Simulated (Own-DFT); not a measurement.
## Calculated data, GaP (zincblende, strained, atoms displaced), SiC (3C silicon carbide, atoms displaced), SiC (4H silicon carbide, atoms displaced), SiC (2H silicon carbide, atoms displaced)

All values are calculated (Own-DFT development build). A calculation, not a measurement: plane-wave PBE density functional theory by an unreviewed code, no spin, of a simulated periodic cell, stress positive in tension, free energy of the whole cell less one offset for each atom, forces on such cells passed a denser k mesh, this cell's mesh not checked; offsets are fitted by least squares, one for each functional and potential file, so energies compare only between cells with the same atoms and settings and are not formation energies; the far tail of each file's local potential was reset to the Coulomb form; each entry is a single point on an unrelaxed cell, so the pressure reflects the starting lattice, mostly measured values (interpolated for alloys), from which strain is counted, and rises with the displacements; printed positions are rounded, which can move forces by about a meV/angstrom; the program, named Own-DFT, is a retired in-house code; no spin-orbit coupling.

Common to all runs: functional PBE; potential files PseudoDojo norm-conserving, scalar-relativistic, standard set; wave cutoff 42 hartree; occupations Fermi-Dirac; smearing width 0.1 eV; hardware one NVIDIA H100.

(1) GaP (zincblende, strained, atoms displaced)

```cif
# cell vector a (Å): 10.8620 0.0000 0.0000
# cell vector b (Å): 0.0000 10.8620 0.0000
# cell vector c (Å): 0.0000 0.0000 10.9361
data_GaP
_symmetry_space_group_name_H-M 'P 1'
_symmetry_Int_Tables_number 1
_cell_length_a 10.8620
_cell_length_b 10.8620
_cell_length_c 10.9361
_cell_angle_alpha 90.000
_cell_angle_beta 90.000
_cell_angle_gamma 90.000
_cell_volume 1290.27
loop_
_atom_site_label
_atom_site_type_symbol
_atom_site_fract_x
_atom_site_fract_y
_atom_site_fract_z
_atom_site_occupancy
Ga1 Ga 0.99840 0.00620 0.00032 1
Ga2 Ga 0.99870 0.25986 0.24554 1
Ga3 Ga 0.25173 0.00539 0.24858 1
Ga4 Ga 0.24759 0.24454 0.00356 1
P1 P 0.12961 0.12571 0.12363 1
P2 P 0.13367 0.37814 0.37668 1
P3 P 0.37882 0.12760 0.37023 1
P4 P 0.37284 0.37085 0.12884 1
Ga5 Ga 0.99305 0.00284 0.49960 1
Ga6 Ga 0.99780 0.24615 0.75501 1
Ga7 Ga 0.24658 0.98958 0.74360 1
Ga8 Ga 0.26201 0.24856 0.49379 1
P5 P 0.12233 0.11955 0.62296 1
P6 P 0.12158 0.37609 0.87156 1
P7 P 0.37398 0.11885 0.87346 1
P8 P 0.37016 0.37871 0.62569 1
Ga9 Ga 0.00618 0.49964 0.99462 1
Ga10 Ga 0.99476 0.75255 0.24953 1
Ga11 Ga 0.24565 0.49837 0.24839 1
Ga12 Ga 0.25342 0.75230 0.00112 1
P9 P 0.12502 0.62133 0.12962 1
P10 P 0.12340 0.88249 0.37163 1
P11 P 0.37538 0.62657 0.37323 1
P12 P 0.37653 0.88102 0.13307 1
Ga13 Ga 0.00229 0.49948 0.49099 1
Ga14 Ga 0.00123 0.74785 0.75025 1
Ga15 Ga 0.24714 0.50525 0.74675 1
Ga16 Ga 0.24561 0.75222 0.49678 1
P13 P 0.12295 0.63125 0.62266 1
P14 P 0.12723 0.87255 0.87656 1
P15 P 0.37483 0.62706 0.87608 1
P16 P 0.38370 0.87480 0.62562 1
Ga17 Ga 0.50294 0.99408 0.98745 1
Ga18 Ga 0.49277 0.25217 0.25238 1
Ga19 Ga 0.74863 0.99693 0.25953 1
Ga20 Ga 0.74978 0.25488 0.99696 1
P17 P 0.62006 0.11841 0.11672 1
P18 P 0.62869 0.38453 0.37998 1
P19 P 0.87206 0.12991 0.37429 1
P20 P 0.86670 0.37408 0.12426 1
Ga21 Ga 0.50289 0.00721 0.49886 1
Ga22 Ga 0.50438 0.24917 0.75333 1
Ga23 Ga 0.75519 0.99713 0.74805 1
Ga24 Ga 0.73906 0.25780 0.49408 1
P21 P 0.63083 0.11558 0.63699 1
P22 P 0.62699 0.37616 0.87772 1
P23 P 0.87372 0.13361 0.87573 1
P24 P 0.88312 0.37400 0.62244 1
Ga25 Ga 0.49981 0.49683 0.98553 1
Ga26 Ga 0.50365 0.75464 0.24683 1
Ga27 Ga 0.75876 0.50469 0.24322 1
Ga28 Ga 0.74635 0.74913 0.00364 1
P25 P 0.62557 0.62691 0.12481 1
P26 P 0.62095 0.86974 0.36924 1
P27 P 0.87655 0.62106 0.37547 1
P28 P 0.87478 0.88088 0.12985 1
Ga29 Ga 0.50311 0.51022 0.49756 1
Ga30 Ga 0.50887 0.75241 0.74963 1
Ga31 Ga 0.75281 0.50035 0.74187 1
Ga32 Ga 0.75212 0.74990 0.49783 1
P29 P 0.61903 0.63309 0.61631 1
P30 P 0.62661 0.87502 0.87726 1
P31 P 0.86987 0.62754 0.87031 1
P32 P 0.87429 0.86980 0.62373 1
```

- k mesh: 3 x 3 x 3 centred on Gamma
- free energy of cell above offsets: -33.533 eV
- pressure: 3.51 GPa
- stress xx: -3.66 GPa
- stress yy: -3.72 GPa
- stress zz: -3.14 GPa
- stress yz: -0.05 GPa
- stress xz: -0.09 GPa
- stress xy: 0.78 GPa
- wall time: 518.2 s

Force:
| element | x (eV/Å) | y (eV/Å) | z (eV/Å) |
| --- | --- | --- | --- |
| Ga | 0.174 | -0.399 | -0.037 |
| Ga | 0.41 | -0.653 | 0.468 |
| Ga | -0.264 | -0.21 | 0.294 |
| Ga | 0.688 | 0.668 | -0.956 |
| P | -1.18 | 0.067 | 0.553 |
| P | -0.738 | -0.809 | -0.179 |
| P | -0.089 | -0.708 | 0.617 |
| P | 0.017 | 0.832 | -1.025 |
| Ga | 0.133 | -0.116 | -0.153 |
| Ga | 0.693 | 0.353 | -1.038 |
| Ga | 0.399 | 0.617 | 0.187 |
| Ga | -1.074 | 0.029 | 0.943 |
| P | 0.432 | 0.681 | 0.019 |
| P | 0.924 | -0.446 | 0.118 |
| P | -0.461 | 0.421 | -0.365 |
| P | 1.2 | -0.166 | -0.091 |
| Ga | -1.034 | 0.364 | 0.467 |
| Ga | 0.618 | -0.135 | 0.08 |
| Ga | 1.036 | 0.285 | 0.098 |
| Ga | -0.106 | -0.098 | 0.834 |
| P | -0.342 | 0.797 | -0.753 |
| P | -0.131 | -0.3 | 0.192 |
| P | -0.322 | 0.218 | -0.466 |
| P | 0.135 | -0.381 | -1.341 |
| Ga | 0.341 | -0.056 | 1.016 |
| Ga | -0.163 | 0.271 | 0.25 |
| Ga | -0.117 | -0.04 | 0.218 |
| Ga | 0.692 | 0.399 | 0.013 |
| P | -0.028 | -0.625 | -0.289 |
| P | -0.646 | 0.195 | 0.093 |
| P | 0.083 | 0.201 | -0.683 |
| P | -0.669 | -0.101 | -0.634 |
| Ga | -0.968 | 0.569 | 1.23 |
| Ga | 1.736 | 0.215 | -0.586 |
| Ga | -0.223 | 0.715 | -0.945 |
| Ga | -0.683 | -0.848 | 0.724 |
| P | 0.531 | 0.714 | 0.879 |
| P | -0.949 | 0.144 | -1.541 |
| P | -0.055 | 0.295 | 0.002 |
| P | 1.285 | 0.389 | -0.664 |
| Ga | 0.156 | -0.651 | 0.198 |
| Ga | -0.67 | -0.062 | -0.136 |
| Ga | 0.514 | -0.465 | 0.948 |
| Ga | 1.229 | -1.117 | 1.421 |
| P | -0.694 | 1.61 | -1.66 |
| P | 0.398 | 0.021 | -1.322 |
| P | -0.235 | -1.218 | 0.11 |
| P | -0.681 | -0.111 | -0.26 |
| Ga | -0.424 | 0.309 | 1.804 |
| Ga | -0.857 | -0.94 | -0.151 |
| Ga | -1.017 | 0.05 | 0.583 |
| Ga | 0.73 | 0.398 | -0.083 |
| P | -0.528 | -0.699 | -0.25 |
| P | 0.676 | 0.806 | 1.415 |
| P | -0.085 | 0.751 | -0.26 |
| P | -0.224 | -0.314 | -0.717 |
| Ga | -1.022 | -0.824 | 0.077 |
| Ga | -0.701 | -0.099 | 0.287 |
| Ga | -0.38 | 0.092 | -0.155 |
| Ga | -0.319 | 0.016 | -0.365 |
| P | 1.207 | -0.556 | 1.01 |
| P | 0.933 | -0.515 | -0.687 |
| P | 0.375 | -0.199 | 0.596 |
| P | 0.332 | 0.367 | 0.048 |

(2) SiC (3C silicon carbide, atoms displaced)

```cif
# cell vector a (Å): 8.7192 0.0000 0.0000
# cell vector b (Å): 0.0000 8.7192 0.0000
# cell vector c (Å): 0.0000 0.0000 8.7192
data_SiC
_symmetry_space_group_name_H-M 'P 1'
_symmetry_Int_Tables_number 1
_cell_length_a 8.7192
_cell_length_b 8.7192
_cell_length_c 8.7192
_cell_angle_alpha 90.000
_cell_angle_beta 90.000
_cell_angle_gamma 90.000
_cell_volume 662.87
loop_
_atom_site_label
_atom_site_type_symbol
_atom_site_fract_x
_atom_site_fract_y
_atom_site_fract_z
_atom_site_occupancy
Si1 Si 0.99792 0.00054 0.00147 1
Si2 Si 0.00249 0.25372 0.24495 1
Si3 Si 0.24736 0.00448 0.25060 1
Si4 Si 0.24583 0.25662 0.00326 1
C1 C 0.12687 0.12642 0.12344 1
C2 C 0.12780 0.37767 0.37343 1
C3 C 0.37213 0.13255 0.38356 1
C4 C 0.37346 0.37618 0.12481 1
Si5 Si 0.99241 0.99635 0.49835 1
Si6 Si 0.99911 0.25126 0.74670 1
Si7 Si 0.25417 0.00067 0.74866 1
Si8 Si 0.24719 0.24617 0.50040 1
C5 C 0.12396 0.12212 0.62525 1
C6 C 0.12284 0.37597 0.87349 1
C7 C 0.37737 0.12679 0.87753 1
C8 C 0.37911 0.37413 0.62792 1
Si9 Si 0.00141 0.50076 0.00291 1
Si10 Si 0.00022 0.74994 0.24679 1
Si11 Si 0.25369 0.49751 0.25142 1
Si12 Si 0.24846 0.74343 0.99728 1
C9 C 0.12872 0.62741 0.12519 1
C10 C 0.12479 0.87125 0.37287 1
C11 C 0.37837 0.62768 0.37119 1
C12 C 0.37141 0.87115 0.12834 1
Si13 Si 0.00064 0.49372 0.49735 1
Si14 Si 0.00528 0.75025 0.75179 1
Si15 Si 0.24646 0.50829 0.75287 1
Si16 Si 0.25411 0.74732 0.50063 1
C13 C 0.12740 0.62859 0.62571 1
C14 C 0.12561 0.87019 0.87698 1
C15 C 0.36997 0.62478 0.86867 1
C16 C 0.37829 0.87211 0.62370 1
Si17 Si 0.49881 0.99874 0.99524 1
Si18 Si 0.50273 0.24625 0.25175 1
Si19 Si 0.74883 0.99954 0.25542 1
Si20 Si 0.74997 0.25229 0.99998 1
C17 C 0.62661 0.12221 0.12835 1
C18 C 0.61821 0.38002 0.37561 1
C19 C 0.87344 0.12407 0.38128 1
C20 C 0.87282 0.37726 0.12689 1
Si21 Si 0.50080 0.99997 0.49971 1
Si22 Si 0.50080 0.24766 0.74492 1
Si23 Si 0.75312 0.00068 0.74719 1
Si24 Si 0.75110 0.25081 0.49987 1
C21 C 0.62419 0.12330 0.62084 1
C22 C 0.63003 0.37380 0.87066 1
C23 C 0.87892 0.12382 0.87736 1
C24 C 0.87651 0.37113 0.63268 1
Si25 Si 0.50530 0.49923 0.00304 1
Si26 Si 0.49857 0.75102 0.25346 1
Si27 Si 0.74859 0.49919 0.24971 1
Si28 Si 0.74725 0.74610 0.00500 1
C25 C 0.62107 0.62973 0.12954 1
C26 C 0.62526 0.87663 0.37350 1
C27 C 0.87064 0.62803 0.37617 1
C28 C 0.88140 0.87341 0.12586 1
Si29 Si 0.49983 0.49596 0.49869 1
Si30 Si 0.50467 0.74976 0.74739 1
Si31 Si 0.74712 0.49899 0.75056 1
Si32 Si 0.74979 0.74822 0.49613 1
C29 C 0.62165 0.62596 0.62680 1
C30 C 0.62295 0.87412 0.87749 1
C31 C 0.87579 0.62290 0.87382 1
C32 C 0.87461 0.87360 0.62539 1
```

* k mesh: 4 x 4 x 4 centred on Gamma
* free energy of cell above offsets: -9.708 eV
* pressure: 3.74 GPa
* stress xx: -3.72 GPa
* stress yy: -3.74 GPa
* stress zz: -3.75 GPa
* stress yz: -0.03 GPa
* stress xz: 0.46 GPa
* stress xy: 0.66 GPa
* wall time: 368.4 s

Force:
| element | x (eV/Å) | y (eV/Å) | z (eV/Å) |
| --- | --- | --- | --- |
| Si | 0.975 | -0.541 | -0.377 |
| Si | -0.527 | -0.752 | 1.117 |
| Si | 0.596 | -0.949 | 0.355 |
| Si | 0.902 | -0.818 | -1.198 |
| C | -0.671 | 0.241 | 0.155 |
| C | -0.354 | -0.814 | 0.094 |
| C | 0.859 | -1.781 | -1.843 |
| C | 0.943 | -0.413 | 0.242 |
| Si | 1.786 | -0.155 | 0.437 |
| Si | 0.901 | -1.069 | 1.329 |
| Si | -0.531 | -0.459 | 0.537 |
| Si | 0.03 | 1.375 | 1.183 |
| C | -0.284 | 0.038 | -0.253 |
| C | 0.045 | 0.209 | 0.262 |
| C | -0.585 | 0.315 | -0.486 |
| C | -1.568 | 0.371 | -0.508 |
| Si | -0.222 | 0.221 | -0.547 |
| Si | 0.511 | -0.336 | 0.77 |
| Si | -0.103 | 1.25 | -0.354 |
| Si | 0.703 | 1.268 | 0.527 |
| C | -0.687 | -1.387 | 0.373 |
| C | -0.117 | 0.711 | 0.564 |
| C | -0.51 | -1.134 | 1.2 |
| C | 0.339 | 0.863 | -0.719 |
| Si | -0.333 | 1.516 | 0.909 |
| Si | -1.21 | -0.037 | -0.292 |
| Si | 0.487 | -2.114 | -0.973 |
| Si | -0.496 | 0.564 | -0.563 |
| C | -0.613 | -0.846 | -0.759 |
| C | 0.232 | 1.29 | -0.168 |
| C | 1.983 | 0.327 | 1.492 |
| C | -0.022 | 0.608 | 0.02 |
| Si | -0.22 | -0.201 | 1.577 |
| Si | -0.912 | 0.594 | -0.09 |
| Si | 0.836 | -0.036 | -1.037 |
| Si | 0.209 | -0.832 | 0.024 |
| C | -0.139 | 0.321 | -0.635 |
| C | 1.914 | -1.352 | -0.53 |
| C | 0.286 | 0.783 | -1.562 |
| C | 0.255 | -0.162 | -0.236 |
| Si | -0.46 | -0.108 | -0.097 |
| Si | -0.007 | 0.184 | 0.996 |
| Si | -0.519 | -0.298 | 0.776 |
| Si | -0.541 | 0.293 | 0.262 |
| C | 0.59 | 0.196 | 0.553 |
| C | -1.067 | -0.211 | 0.975 |
| C | -0.781 | 0.484 | -0.474 |
| C | -0.808 | 0.987 | -2.031 |
| Si | -1.196 | 0.197 | -1.074 |
| Si | -0.118 | 0.71 | -0.651 |
| Si | -0.361 | 0.674 | 0.547 |
| Si | 0.864 | 0.9 | -0.927 |
| C | 0.63 | -1.097 | -0.38 |
| C | -0.296 | -0.389 | 0.486 |
| C | 1.071 | -1.306 | -0.705 |
| C | -1.697 | 0.422 | 0.107 |
| Si | -0.798 | 1.325 | 0.867 |
| Si | -1.112 | 0.129 | 0.786 |
| Si | 0.921 | 0.7 | -0.28 |
| Si | -0.508 | 0.503 | 1.328 |
| C | 1.019 | -0.759 | -0.991 |
| C | 0.881 | -0.052 | -0.593 |
| C | -0.289 | 0.291 | 0.485 |
| C | -0.104 | -0.451 | -0.002 |

(3) SiC (4H silicon carbide, atoms displaced)

```cif
# cell vector a (Å): 6.1654 0.0000 0.0000
# cell vector b (Å): -3.0827 5.3394 0.0000
# cell vector c (Å): 0.0000 0.0000 10.0681
data_SiC
_symmetry_space_group_name_H-M 'P 1'
_symmetry_Int_Tables_number 1
_cell_length_a 6.1654
_cell_length_b 6.1654
_cell_length_c 10.0681
_cell_angle_alpha 90.000
_cell_angle_beta 90.000
_cell_angle_gamma 120.000
_cell_volume 331.44
loop_
_atom_site_label
_atom_site_type_symbol
_atom_site_fract_x
_atom_site_fract_y
_atom_site_fract_z
_atom_site_occupancy
Si1 Si 0.00335 0.01704 0.40834 1
Si2 Si 0.18738 0.33989 0.14793 1
C1 C 0.98589 0.00830 0.09821 1
C2 C 0.16507 0.30348 0.33356 1
Si3 Si 0.01102 0.49903 0.39823 1
Si4 Si 0.12211 0.81738 0.17114 1
C3 C 0.97975 0.48906 0.09443 1
C4 C 0.17139 0.85270 0.32801 1
Si5 Si 0.51373 0.99462 0.38922 1
Si6 Si 0.67485 0.32839 0.15773 1
C5 C 0.49178 0.99067 0.09217 1
C6 C 0.64821 0.32266 0.34051 1
Si7 Si 0.50908 0.51967 0.42004 1
Si8 Si 0.66695 0.82178 0.15902 1
C7 C 0.50183 0.48972 0.08738 1
C8 C 0.64335 0.80237 0.33233 1
Si9 Si 0.99194 0.97749 0.91080 1
Si10 Si 0.84370 0.65736 0.64423 1
C9 C 0.01583 0.00022 0.58550 1
C10 C 0.84881 0.65974 0.84279 1
Si11 Si 0.00131 0.48479 0.90550 1
Si12 Si 0.80747 0.18084 0.66153 1
C11 C 0.01457 0.50378 0.58778 1
C12 C 0.81611 0.17687 0.85193 1
Si13 Si 0.50544 0.02217 0.91058 1
Si14 Si 0.31863 0.66200 0.64099 1
C13 C 0.48092 0.97816 0.57282 1
C14 C 0.33154 0.66386 0.86130 1
Si15 Si 0.51463 0.52013 0.90412 1
Si16 Si 0.34021 0.19811 0.64381 1
C15 C 0.50253 0.50105 0.59327 1
C16 C 0.31904 0.16191 0.83598 1
```

* k mesh: 5 x 5 x 3 centred on Gamma
* free energy of cell above offsets: 2.582 eV
* pressure: 8.99 GPa
* stress xx: -4.67 GPa
* stress yy: -9.23 GPa
* stress zz: -13.05 GPa
* stress yz: 2.77 GPa
* stress xz: -0.01 GPa
* stress xy: -2.77 GPa
* wall time: 124.5 s

Force:
| element | x (eV/Å) | y (eV/Å) | z (eV/Å) |
| --- | --- | --- | --- |
| Si | 0.582 | -3.976 | -0.94 |
| Si | -2.517 | -0.514 | 0.758 |
| C | 1.57 | -1.122 | -1.205 |
| C | -0.887 | 5.547 | 0.86 |
| Si | -1.033 | -0.326 | -1.379 |
| Si | 2.323 | 0.462 | -9.346 |
| C | 2.833 | 1.434 | -0.109 |
| C | 0.857 | -1.544 | 8.968 |
| Si | -2.616 | 0.164 | 0.365 |
| Si | -2.579 | -2.088 | -0.559 |
| C | -0.525 | -0.022 | 1.666 |
| C | 1.915 | 2.104 | 1.474 |
| Si | 0.429 | -4.348 | -4.445 |
| Si | -2.448 | 0.134 | -3.31 |
| C | 1.287 | 1.171 | 0.473 |
| C | 1.333 | 3.007 | 2.667 |
| Si | -0.344 | 2.236 | -0.923 |
| Si | -0.766 | 2.749 | 2.208 |
| C | -2.611 | 0.152 | 1.473 |
| C | -1.491 | -0.098 | -1.371 |
| Si | -0.458 | 2.725 | 1.948 |
| Si | 2.238 | -2.546 | -1.123 |
| C | -2.881 | -2.513 | -1.383 |
| C | 2.756 | -2.356 | -2.682 |
| Si | -2.274 | -2.81 | 0.279 |
| Si | 2.966 | 1.935 | 4.255 |
| C | 0.483 | 2.88 | 1.933 |
| C | 0.047 | 1.668 | -3.342 |
| Si | 0.341 | -2.602 | -0.398 |
| Si | 0.674 | -6.358 | 2.492 |
| C | 0.235 | 3.416 | 0.33 |
| C | 0.561 | 1.438 | 0.366 |

(4) SiC (2H silicon carbide, atoms displaced)

```cif
# cell vector a (Å): 6.1654 0.0000 0.0000
# cell vector b (Å): -3.0827 5.3394 0.0000
# cell vector c (Å): 0.0000 0.0000 10.0681
data_SiC
_symmetry_space_group_name_H-M 'P 1'
_symmetry_Int_Tables_number 1
_cell_length_a 6.1654
_cell_length_b 6.1654
_cell_length_c 10.0681
_cell_angle_alpha 90.000
_cell_angle_beta 90.000
_cell_angle_gamma 120.000
_cell_volume 331.44
loop_
_atom_site_label
_atom_site_type_symbol
_atom_site_fract_x
_atom_site_fract_y
_atom_site_fract_z
_atom_site_occupancy
Si1 Si 0.00188 0.99461 0.99957 1
Si2 Si 0.16871 0.33768 0.24920 1
C1 C 0.00525 0.00036 0.18770 1
C2 C 0.17071 0.34060 0.43640 1
Si3 Si 0.00546 0.00032 0.49878 1
Si4 Si 0.16661 0.33773 0.75681 1
C3 C 0.00457 0.00236 0.68628 1
C4 C 0.15630 0.33468 0.93768 1
Si5 Si 0.99824 0.50127 0.99974 1
Si6 Si 0.16421 0.82324 0.25244 1
C5 C 0.00529 0.50373 0.18494 1
C6 C 0.16560 0.84004 0.44248 1
Si7 Si 0.99972 0.49721 0.49223 1
Si8 Si 0.16766 0.83586 0.74680 1
C7 C 0.99890 0.49389 0.68757 1
C8 C 0.17057 0.83292 0.93521 1
Si9 Si 0.50388 0.00571 0.99761 1
Si10 Si 0.66984 0.33367 0.24818 1
C9 C 0.49349 0.99609 0.18420 1
C10 C 0.65619 0.32393 0.43867 1
Si11 Si 0.49975 0.99865 0.50086 1
Si12 Si 0.66938 0.33240 0.75551 1
C11 C 0.50563 0.00965 0.68541 1
C12 C 0.66992 0.32813 0.93475 1
Si13 Si 0.49401 0.49223 0.99946 1
Si14 Si 0.67001 0.83446 0.25425 1
C13 C 0.50644 0.49775 0.18858 1
C14 C 0.66161 0.82874 0.43592 1
Si15 Si 0.51414 0.50176 0.50072 1
Si16 Si 0.66854 0.83581 0.75497 1
C15 C 0.50864 0.50620 0.68971 1
C16 C 0.67263 0.83390 0.93523 1
```

* k mesh: 5 x 5 x 3 centred on Gamma
* free energy of cell above offsets: -4.684 eV
* pressure: 3.69 GPa
* stress xx: -2.06 GPa
* stress yy: -2.14 GPa
* stress zz: -6.87 GPa
* stress yz: -0.21 GPa
* stress xz: 0.34 GPa
* stress xy: 1.29 GPa
* wall time: 124.4 s

Force:
| element | x (eV/Å) | y (eV/Å) | z (eV/Å) |
| --- | --- | --- | --- |
| Si | -0.323 | 0.429 | 0.082 |
| Si | 0.918 | -0.646 | -0.072 |
| C | -0.374 | -0.155 | 0.309 |
| C | 0.659 | -0.589 | -0.063 |
| Si | -1.644 | 0.995 | 0.461 |
| Si | 0.634 | -0.288 | -2.307 |
| C | -0.506 | 0.277 | 0.522 |
| C | 1.425 | -0.547 | 1.082 |
| Si | 0.077 | 0.425 | -0.311 |
| Si | -0.306 | 1.81 | -0.266 |
| C | -0.381 | -0.838 | 0.585 |
| C | 1.055 | -1.358 | -1.276 |
| Si | -0.379 | 0.059 | 2.012 |
| Si | 0.334 | -0.489 | -0.192 |
| C | -0.146 | 0.803 | -0.312 |
| C | -0.168 | 0.19 | 0.131 |
| Si | 0.397 | -1.416 | 0.249 |
| Si | -0.249 | -0.831 | 0.208 |
| C | 0.936 | 0.237 | 0.848 |
| C | 1.466 | 0.726 | -1.045 |
| Si | 0.171 | -0.291 | 0.134 |
| Si | -0.11 | 0.622 | -2.191 |
| C | 0.125 | -1.055 | 0.887 |
| C | -0.91 | 0.77 | 1.506 |
| Si | 0.201 | 0.803 | -0.076 |
| Si | -0.179 | -0.013 | -1.801 |
| C | -0.764 | 0.49 | -0.378 |
| C | 0.726 | 0.659 | 0.908 |
| Si | -1.962 | -0.102 | 0.522 |
| Si | 0.265 | 0.253 | -1.959 |
| C | -0.408 | -0.468 | 0.355 |
| C | -0.579 | -0.461 | 1.449 |

(5) GaP (zincblende, strained, atoms displaced)

```cif
# cell vector a (Å): 10.8620 0.0000 0.0000
# cell vector b (Å): 0.0000 10.8620 0.0000
# cell vector c (Å): 0.0000 0.0000 10.9439
data_GaP
_symmetry_space_group_name_H-M 'P 1'
_symmetry_Int_Tables_number 1
_cell_length_a 10.8620
_cell_length_b 10.8620
_cell_length_c 10.9439
_cell_angle_alpha 90.000
_cell_angle_beta 90.000
_cell_angle_gamma 90.000
_cell_volume 1291.19
loop_
_atom_site_label
_atom_site_type_symbol
_atom_site_fract_x
_atom_site_fract_y
_atom_site_fract_z
_atom_site_occupancy
Ga1 Ga 0.99937 0.99771 0.00442 1
Ga2 Ga 0.00077 0.25189 0.25199 1
Ga3 Ga 0.24795 0.00107 0.25036 1
Ga4 Ga 0.25053 0.25040 0.00164 1
P1 P 0.12816 0.12833 0.12355 1
P2 P 0.12701 0.37974 0.37671 1
P3 P 0.37442 0.12476 0.37284 1
P4 P 0.37337 0.37178 0.12392 1
Ga5 Ga 0.00298 0.99883 0.49727 1
Ga6 Ga 0.99848 0.24876 0.75009 1
Ga7 Ga 0.24599 0.00092 0.75032 1
Ga8 Ga 0.24838 0.24531 0.50143 1
P5 P 0.12151 0.12527 0.62154 1
P6 P 0.12606 0.37784 0.87734 1
P7 P 0.37373 0.12222 0.87164 1
P8 P 0.36964 0.37334 0.62284 1
Ga9 Ga 0.99813 0.49971 0.00160 1
Ga10 Ga 0.99646 0.74735 0.25048 1
Ga11 Ga 0.24699 0.50147 0.25271 1
Ga12 Ga 0.24975 0.74836 0.00219 1
P9 P 0.11971 0.62755 0.12033 1
P10 P 0.12529 0.87583 0.37327 1
P11 P 0.37296 0.62044 0.37683 1
P12 P 0.37203 0.87693 0.12434 1
Ga13 Ga 0.00321 0.49891 0.50161 1
Ga14 Ga 0.99970 0.74480 0.74892 1
Ga15 Ga 0.25281 0.49891 0.74553 1
Ga16 Ga 0.24918 0.75182 0.50027 1
P13 P 0.12567 0.62859 0.62808 1
P14 P 0.13009 0.87779 0.87287 1
P15 P 0.37529 0.62598 0.87401 1
P16 P 0.37287 0.87947 0.62341 1
Ga17 Ga 0.49488 0.99838 0.99833 1
Ga18 Ga 0.50101 0.25582 0.25006 1
Ga19 Ga 0.75157 0.00116 0.24724 1
Ga20 Ga 0.74810 0.24673 0.00059 1
P17 P 0.62350 0.13248 0.12650 1
P18 P 0.62234 0.38533 0.37901 1
P19 P 0.87535 0.12168 0.37311 1
P20 P 0.87326 0.37451 0.12830 1
Ga21 Ga 0.49731 0.99988 0.50232 1
Ga22 Ga 0.50101 0.24983 0.74751 1
Ga23 Ga 0.75321 0.00245 0.75182 1
Ga24 Ga 0.75089 0.25102 0.49655 1
P21 P 0.62326 0.12569 0.62588 1
P22 P 0.62018 0.37640 0.87406 1
P23 P 0.88092 0.12676 0.87879 1
P24 P 0.87271 0.37274 0.62289 1
Ga25 Ga 0.49708 0.50535 0.00168 1
Ga26 Ga 0.50052 0.75307 0.24931 1
Ga27 Ga 0.74703 0.49815 0.25171 1
Ga28 Ga 0.75125 0.75559 0.00152 1
P25 P 0.62394 0.62702 0.13138 1
P26 P 0.62351 0.87611 0.37680 1
P27 P 0.87684 0.62728 0.37182 1
P28 P 0.87537 0.87272 0.12508 1
Ga29 Ga 0.50055 0.50315 0.49724 1
Ga30 Ga 0.50021 0.74827 0.74909 1
Ga31 Ga 0.75179 0.49785 0.74889 1
Ga32 Ga 0.75049 0.75060 0.50104 1
P29 P 0.62732 0.62290 0.62418 1
P30 P 0.62629 0.87546 0.87175 1
P31 P 0.87407 0.62457 0.87182 1
P32 P 0.87307 0.88126 0.62380 1
```

- k mesh: 3 x 3 x 3 centred on Gamma
- free energy of cell above offsets: -35.224 eV
- pressure: 3.09 GPa
- stress xx: -3.28 GPa
- stress yy: -3.23 GPa
- stress zz: -2.74 GPa
- stress yz: -0.07 GPa
- stress xz: 0.43 GPa
- stress xy: -0.21 GPa
- wall time: 493.5 s

Force:
| element | x (eV/Å) | y (eV/Å) | z (eV/Å) |
| --- | --- | --- | --- |
| Ga | 0.589 | 0.117 | -0.327 |
| Ga | 0.14 | -0.049 | 0.005 |
| Ga | 0.11 | 0.129 | -0.166 |
| Ga | 0.119 | -0.127 | -0.703 |
| P | -0.592 | -0.32 | 0.397 |
| P | -0.218 | -0.816 | 0.06 |
| P | 0.242 | 0.183 | 0.159 |
| P | 0.019 | 0.873 | 0.258 |
| Ga | -0.383 | 0.007 | 0.077 |
| Ga | 0.347 | 0.453 | 0.009 |
| Ga | 0.266 | 0.281 | -0.485 |
| Ga | 0.063 | 0.331 | -0.482 |
| P | 0.072 | -0.113 | 0.481 |
| P | -0.072 | -0.239 | -0.399 |
| P | -0.016 | 0.558 | 0.162 |
| P | 0.872 | -0.007 | -0.175 |
| Ga | -0.287 | -0.113 | -0.274 |
| Ga | 0.564 | 0.428 | -0.166 |
| Ga | 0.121 | 0.016 | -0.812 |
| Ga | 0.023 | 0.282 | -0.458 |
| P | 0.452 | -0.243 | 0.689 |
| P | -0.124 | -0.382 | -0.145 |
| P | 0.042 | 1.033 | -0.356 |
| P | 0.133 | -0.297 | 0.26 |
| Ga | -0.347 | 0.429 | 0.06 |
| Ga | -0.146 | 1.112 | 0.199 |
| Ga | -0.338 | 0.183 | 0.58 |
| Ga | 0.137 | -0.094 | -0.084 |
| P | 0.141 | -0.484 | -0.532 |
| P | -0.966 | -0.687 | 0.488 |
| P | -0.213 | -0.007 | -0.024 |
| P | 0.007 | -0.602 | 0.416 |
| Ga | 0.58 | 0.275 | 0.038 |
| Ga | -0.12 | -0.011 | 0.444 |
| Ga | -0.521 | -0.074 | 0.057 |
| Ga | 0.161 | 0.678 | -0.326 |
| P | -0.186 | -1.103 | -0.12 |
| P | 0.379 | -1.377 | -0.421 |
| P | 0.126 | 0.422 | 0.072 |
| P | -0.095 | -0.012 | -0.313 |
| Ga | 0.241 | 0.277 | -0.345 |
| Ga | -0.464 | 0.143 | 0.164 |
| Ga | -0.155 | 0.318 | 0.062 |
| Ga | -0.416 | -0.256 | -0.006 |
| P | 0.465 | -0.011 | -0.304 |
| P | 0.465 | 0.019 | 0.279 |
| P | -0.599 | -0.304 | -0.052 |
| P | 0.432 | 0.147 | 0.124 |
| Ga | 0.225 | -0.347 | 0.117 |
| Ga | -0.486 | -0.04 | 0.427 |
| Ga | 0.426 | 0.426 | -0.103 |
| Ga | -0.411 | -0.757 | -0.358 |
| P | 0.254 | 0.005 | -0.831 |
| P | 0.19 | 0.133 | -0.16 |
| P | -0.401 | -0.614 | 0.777 |
| P | 0.035 | 0.376 | 0.241 |
| Ga | -0.564 | -0.012 | 0.981 |
| Ga | 0.012 | 0.269 | -0.263 |
| Ga | -0.334 | -0.104 | 0.131 |
| Ga | 0.066 | 0.107 | -0.177 |
| P | -0.214 | 0.206 | 0.072 |
| P | -0.172 | 0.119 | 0.372 |
| P | -0.15 | -0.004 | 0.602 |
| P | 0.474 | -0.73 | 0.106 |
